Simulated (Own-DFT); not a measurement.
# Hybrid less PBE against volume: monoclinic HfO2, 94 atoms (Hf32O62), with two O vacancies

Calculated, not measured. Each geometry was run twice at fixed positions with Own-DFT, a retired in-house plane-wave program that no person has reviewed: with PBE, and with HSE06 (exact exchange share 0.25 at short range, screening 0.11 per bohr, Gygi-Baldereschi treatment of its divergence). Both used PseudoDojo norm-conserving files made for PBE, a cutoff of 48 hartree, the Gamma point alone, fixed occupations, a neutral cell and no spin. With Gamma alone and a thickness of 10.1 Å, finite-size errors remain in every number. The hafnium file keeps the 4f electrons in the core, and its forces lie about 75 meV/Å off all-electron values. The oxygen file's force components were 24 meV/Å off all-electron values in a glass.

Unstrained cell vectors in Å: (10.234, 0.000, 0.000); (0.000, 10.350, 0.000); (-1.696, 0.000, 10.445), volume V0 = 1106.4 Å³, from measured lattice constants. Each geometry has its own random strain of a few per cent, its own defect sites and random moves of rms u per axis. HSE06 gave the energy alone. D is its energy less that of PBE, over the lowest D shown. The PBE stress wasn't checked against mesh or cutoff.

```
run,V - V0 (Å³),u (Å),P with PBE (GPa),D (eV)
1,-14.3,0.0329,8.84,0.747
2,5.2,0.0295,3.15,1.113
3,7.8,0.0305,2.01,1.307
4,-4.2,0.0524,5.95,1.366
5,10.2,0.0294,1.96,1.308
6,0.8,0.0304,3.64,1.074
7,-13.5,0.0301,7.54,0.712
8,-9.6,0.0305,6.24,0.793
9,0.9,0.0498,4.37,1.262
10,-41.8,0.0297,13.89,0.000
11,27.9,0.0296,-1.48,1.709
12,47.5,0.0504,-4.66,2.432
13,42.1,0.0515,-3.56,2.432
14,17.2,0.0535,1.61,?
```

## Worked fit

D = 0.88 + 0.0243 (V - V0) + 184 u² eV, with an error of 0.0008 on the volume slope, 23 on the last term and a scatter of 0.06 eV. Pressure is -dE/dV, and 1 eV/Å³ is 160.2 GPa, so HSE06 changes the pressure by -3.9 ± 0.1 GPa. With the ions held to the strained lattice, the PBE pressure falls by 241 ± 9 GPa per unit of volume strain; the shape of the strain isn't fitted, so the true error is larger, and a relaxed crystal would be softer. On that slope HSE06's volume at a given pressure is about 1.6 % smaller, or 0.5 % in lengths. At u = 0 and V0 the PBE pressure is 3.9 GPa, which puts the zero-pressure volume, against the measured cell and with the defects in, at +1.6 % for PBE and +0.0 % for HSE06, each good to a few tenths of a per cent.

## Test on the hidden row

Question: what D should run 14 give?

From the fit: 1.82 eV, with rows scattering by 0.06. Computed: 1.761 eV.
